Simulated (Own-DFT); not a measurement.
# What random displacements cost in monoclinic HfO2, 96 atoms (Hf32O64)

All numbers below are calculated, not measured. The program, named Own-DFT, is a retired in-house plane-wave density functional code that no person has reviewed. Each row is one single-point run on a periodic cell that was not relaxed, without spin or spin-orbit coupling.

Settings of every run: PBEsol; PseudoDojo norm-conserving scalar-relativistic files, made for PBE; cutoff 72 hartree; 2 x 2 x 2 k mesh centred on Gamma; Fermi-Dirac smearing of 0.1 eV.

Known limits, some of them of some rows only: some atoms lie very close together; hafnium file: forces about 75 meV/angstrom off all-electron values; oxygen file: force components 24 meV/angstrom off all-electron in a glass; forces on such cells passed a denser k mesh, each cell not checked; stress not checked against mesh or cutoff.

Cell vectors in Å: (10.234, 0.000, 0.000); (0.000, 10.350, 0.000); (-1.696, 0.000, 10.445). In each run every atom was moved at random and independently from its ideal site; u is the rms move along one axis. E is the free energy for each atom above the fitted value at u = 0, and F the rms of the force components.

| run | u (Å) | E (meV/atom) | F (eV/Å) | largest force (eV/Å) | P (GPa) |
|---|---|---|---|---|---|
| 1 | 0.0193 | 10.3 | 0.451 | 1.80 | -2.49 |
| 2 | 0.0200 | 10.5 | 0.436 | 2.26 | -2.27 |
| 3 | 0.0487 | ? | ? | ? | ? |
| 4 | 0.0507 | 65.0 | 1.063 | 3.72 | -0.78 |
| 5 | 0.0755 | 156.5 | 1.970 | 12.00 | 2.65 |
| 6 | 0.0784 | 170.4 | 1.905 | 9.43 | 2.92 |
| 7 | 0.0830 | 178.8 | 1.892 | 7.35 | 4.29 |
| 8 | 0.1227 | 366.9 | 2.970 | 15.34 | 9.65 |

## Worked fit

For small independent moves the energy grows as E = (3/2) K u², with K the mean stiffness felt by one atom. The runs with u up to 0.11 Å give K = 17.8 ± 0.4 eV/Å², with residuals divided by u² + 0.0006 Å², since the noise grows with the moves. The scatter is 2.9 meV/atom at u = 0.05 Å. The forces follow F = G u with G = 23.3 eV/Å²; no force at u = 0 is resolved. G exceeds K because the moves of its neighbours add to the force on an atom, and stiffness differs between atoms. The pressure follows P = -2.91 + 988 u² GPa: at fixed volume, shortened bonds push harder than stretched ones pull.

## Withheld run

Question: what energy and rms force should run 3 give?

The fit gives 63 ± 3 meV/atom and about 1.13 eV/Å. The calculation gave 56.7 meV/atom and 0.991 eV/Å.
